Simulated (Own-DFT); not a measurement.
# Which defects push the lattice out? D0_22 TiAl3

Calculated, not measured: single-point runs of Own-DFT, a retired in-house plane-wave DFT program that no person has reviewed, on unrelaxed cells, without spin or spin-orbit coupling.

Method: PBE; PseudoDojo norm-conserving scalar-relativistic files; cutoff 42 hartree; 4 x 4 x 4 k mesh centred on Gamma; cold (Marzari-Vanderbilt) smearing of 0.2 eV.

Limits: forces on such cells failed a check on a denser k mesh; stress not checked against mesh or cutoff.

All runs share one cell, with vectors in Å (-2.365, -6.981, 4.326); (-7.667, 3.491, 1.442); (-2.950, -3.488, -7.241) and a volume of 625.4 Å³. Atoms were moved at random from their sites; u is the rms move along one axis. The defect's site can differ from row to row.

| cell | formula | u (Å) | P (GPa) |
|---|---|---|---|
| no defect | Al30Ti10 | 0.0201 | 1.98 |
| no defect | Al30Ti10 | 0.0468 | 2.47 |
| no defect | Al30Ti10 | 0.0480 | 2.59 |
| two Al on a Ti site each | Al32Ti8 | 0.0297 | 2.90 |
| two Al on a Ti site each | Al32Ti8 | 0.0300 | 2.89 |
| two Al on a Ti site each | Al32Ti8 | 0.0453 | 3.26 |
| two Al on a Ti site each | Al32Ti8 | 0.0485 | ? |
| two Al vacancies | Al28Ti10 | 0.0308 | 1.20 |
| two Al vacancies | Al28Ti10 | 0.0461 | 1.40 |
| two Al vacancies | Al28Ti10 | 0.0541 | 1.65 |
| two Ti on an Al site each | Al28Ti12 | 0.0298 | 3.42 |
| two Ti on an Al site each | Al28Ti12 | 0.0312 | 3.36 |
| two Ti on an Al site each | Al28Ti12 | 0.0476 | 3.48 |

## Working it out

P = P0 + c u² + a shift for each defect gives P0 = 1.97 GPa, c = 233 ± 36 GPa/Å² and a scatter of 0.09 GPa. The shifts, and each times the cell's volume:

- two Ti on an Al site each: 1.14 ± 0.08 GPa, 4.4 eV (2.2 eV for each of its 2 sites)
- two Al on a Ti site each: 0.75 ± 0.08 GPa, 2.9 eV (1.5 eV for each of its 2 sites)
- two Al vacancies: -1.02 ± 0.08 GPa, -4.0 eV (-2.0 eV for each of its 2 sites)

A positive shift means that the defect pushes the cell outwards. Shift times volume (160.2 GPa Å³ is 1 eV) depends little on the cell's size, so, taken for each site, it can be compared between cells at like pressure. The atoms around the defects weren't relaxed, which would change these numbers.

## Check

Question: what pressure belongs in the blank (two Al on a Ti site each, u = 0.0485 Å)?

The fitted form gives 3.27 ± 0.11 GPa. The calculation gave 3.34 GPa.
